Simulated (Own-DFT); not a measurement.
# What random displacements cost in beta-Si3N4, 42 atoms (N24Si18)

These are calculations, not measurements. They come from Own-DFT, an in-house plane-wave density functional program, since retired, whose code no person has reviewed. Each row is one single-point run on a periodic cell that was not relaxed, without spin or spin-orbit coupling.

Settings of every run: PBE; PseudoDojo norm-conserving scalar-relativistic files; cutoff 42 hartree; 3 x 3 x 3 k mesh centred on Gamma; Fermi-Dirac smearing of 0.1 eV.

Known limits, some of them of some rows only: some atoms lie very close together; forces on such cells passed a denser k mesh, each cell not checked; stress not checked against mesh or cutoff.

Cell vectors in Å: (7.606, 0.000, 0.000); (-3.803, 6.587, 0.000); (0.000, 0.000, 8.727). In each run every atom was moved at random and independently from its ideal site; u is the rms move along one axis. E is the free energy for each atom above the fitted value at u = 0, and F the rms of the force components.

```
run,u (Å),E (meV/atom),F (eV/Å),largest force (eV/Å),P (GPa)
1,0.0191,13.8,0.810,2.34,5.51
2,0.0192,18.2,0.886,3.24,5.48
3,0.0193,?,?,?,?
4,0.0463,89.2,1.771,6.45,7.72
5,0.0481,118.2,2.094,7.46,8.63
6,0.1060,500.8,4.308,17.27,17.60
7,0.1079,496.1,4.649,25.59,18.16
8,0.1144,557.2,4.436,16.99,17.12
9,0.1398,933.7,6.659,24.83,30.13
```

## Worked fit

For small independent moves the energy grows as E = (3/2) K u², with K the mean stiffness felt by one atom. The runs with u up to 0.11 Å give K = 29.8 ± 1.5 eV/Å², with residuals divided by u² + 0.0006 Å², since the noise grows with the moves. The scatter is 10.5 meV/atom at u = 0.05 Å. The forces follow F = G u with G = 42.4 eV/Å²; no force at u = 0 is resolved. G exceeds K because the moves of its neighbours add to the force on an atom, and stiffness differs between atoms. The pressure follows P = 5.38 + 1099 u² GPa: at fixed volume, shortened bonds push harder than stretched ones pull.

## Withheld run

Question: what energy and rms force should run 3 give?

The fit gives 17 ± 3 meV/atom and about 0.82 eV/Å. The calculation gave 12.7 meV/atom and 0.791 eV/Å.
